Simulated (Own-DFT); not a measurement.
# Misfit strain and the stress it brings: wurtzite AlGaN with randomly placed atoms, 72 atoms (Al27Ga9N36)

The numbers are computed, not measured, by runs of the plane-wave DFT program Own-DFT (in-house, retired, unreviewed) at fixed positions, with no spin and no spin-orbit coupling.

Method: PBE; PseudoDojo norm-conserving scalar-relativistic files (stringent for Ga); cutoff 96 hartree; 4 x 4 x 3 k mesh centred on Gamma; Gaussian smearing of 0.01 eV.

Caveats: forces on such cells passed a denser k mesh, each cell not checked; stress not checked against mesh or cutoff.

Unstrained cell vectors in Å: (9.394, 0.000, 0.000); (-4.697, 8.135, 0.000); (0.000, 0.000, 10.066). The unstrained cell has measured lattice constants (interpolated for alloys), not those of this functional. That, the random moves and any unrelaxed bonds set the pressure at no strain. Each run strains x and y alike by e, as a substrate would, and holds the height along z. Each atom got a random Gaussian move of width 0.05 Å along each axis. The random placing of the alloy's atoms differs from row to row. Stress is positive in tension.

```
e (%),u (Å),(s_xx + s_yy)/2 (GPa),s_zz (GPa)
-2.25,0.049,-19.83,-11.13
-2.00,0.053,-18.99,-10.27
-1.75,0.051,-18.78,-8.75
-1.50,0.047,-14.93,-9.45
-1.25,0.051,-15.15,-6.70
-1.00,0.051,-13.60,-7.24
0.50,0.045,?,?
1.00,0.048,-0.92,-3.66
1.75,0.047,3.04,-3.20
2.00,0.053,3.41,-3.18
```

## What the rows give

With e as a fraction, the in-plane stress is -7.4 + 578 e - 235 e² GPa (errors 19 and 2237, scatter 0.90), and s_zz is -4.8 + 173 e - 4791 e² GPa (slope ± 13, scatter 0.63). At e = 0 the first slope is C11 + C12 and the second 2 C13, both with the ions held to the strained lattice and at the cell's own pressure. A free layer would change its height as e changes, and the in-plane slope would drop by 2 C13²/C33 to the biaxial modulus. At fixed height, a misfit of 1 % moves the in-plane stress by about 5.8 GPa and s_zz by 1.7 GPa.

## Withheld run

Q: what are the two stresses at e = 0.50 %?

The fitted form gives -4.5 and -4.0 GPa. DFT gave -2.54 and -6.55 GPa. The miss is larger than the scatter suggests: chance, or a term that the fit lacks.
